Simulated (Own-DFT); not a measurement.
# Which arrangement is lower? C34N2Si36, 72 atoms

Calculated results; nothing here was measured. They come from Own-DFT, an in-house plane-wave density functional program, since retired, whose code no person has reviewed. Each row is one single-point run on a periodic cell that was not relaxed, without spin or spin-orbit coupling.

Settings of every run: PBE; PseudoDojo norm-conserving scalar-relativistic files; cutoff 42 hartree; 4 x 4 x 3 k mesh centred on Gamma; Fermi-Dirac smearing of 0.1 eV.

Known limits: not probed for a lower state with spin; forces on such cells passed a denser k mesh, each cell not checked; stress not checked against mesh or cutoff.

All cells hold the same atoms in the same cell, with vectors in Å (9.248, 0.000, 0.000); (-4.624, 8.009, 0.000); (0.000, 0.000, 10.068). Every atom was moved at random from its ideal site; u is the rms move along one axis. The defect's site can differ from row to row. E is the free energy of the cell above the lowest run. The arrangements:

- A: 4H SiC, with two N on a C site each, 3.1 Å apart
- B: 2H SiC, with two N on a C site each, 3.1 Å apart

| arrangement | u (Å) | E (eV) | P (GPa) |
|---|---|---|---|
| A | 0.0290 | 0.072 | 2.69 |
| A | 0.0305 | 0.497 | 2.89 |
| A | 0.0309 | 0.000 | 2.79 |
| A | 0.0480 | 4.000 | 4.02 |
| A | 0.0507 | 4.672 | 4.17 |
| A | 0.0507 | 4.370 | 4.20 |
| B | 0.0268 | 0.614 | 2.74 |
| B | 0.0297 | 0.901 | 2.96 |
| B | 0.0312 | 1.645 | 3.10 |
| B | 0.0465 | 4.422 | 4.09 |
| B | 0.0500 | 4.868 | 4.23 |
| B | 0.0546 | 6.203 | 5.01 |

Question: once the cost of the random moves is taken out, how do the arrangements rank?

## Worked answer

Fit E = a + b u², with one b for all and one a for each arrangement, and with residuals divided by u², since the noise grows with the moves. Then b = 2555 eV/Å², the scatter at u = 0.04 Å is 0.33 eV, and against A:

- B: 0.92 ± 0.14 eV (higher)

These are energies of unrelaxed cells. Relaxing the atoms lowers the strained arrangements most, so the gaps would shrink and small ones could change sign.
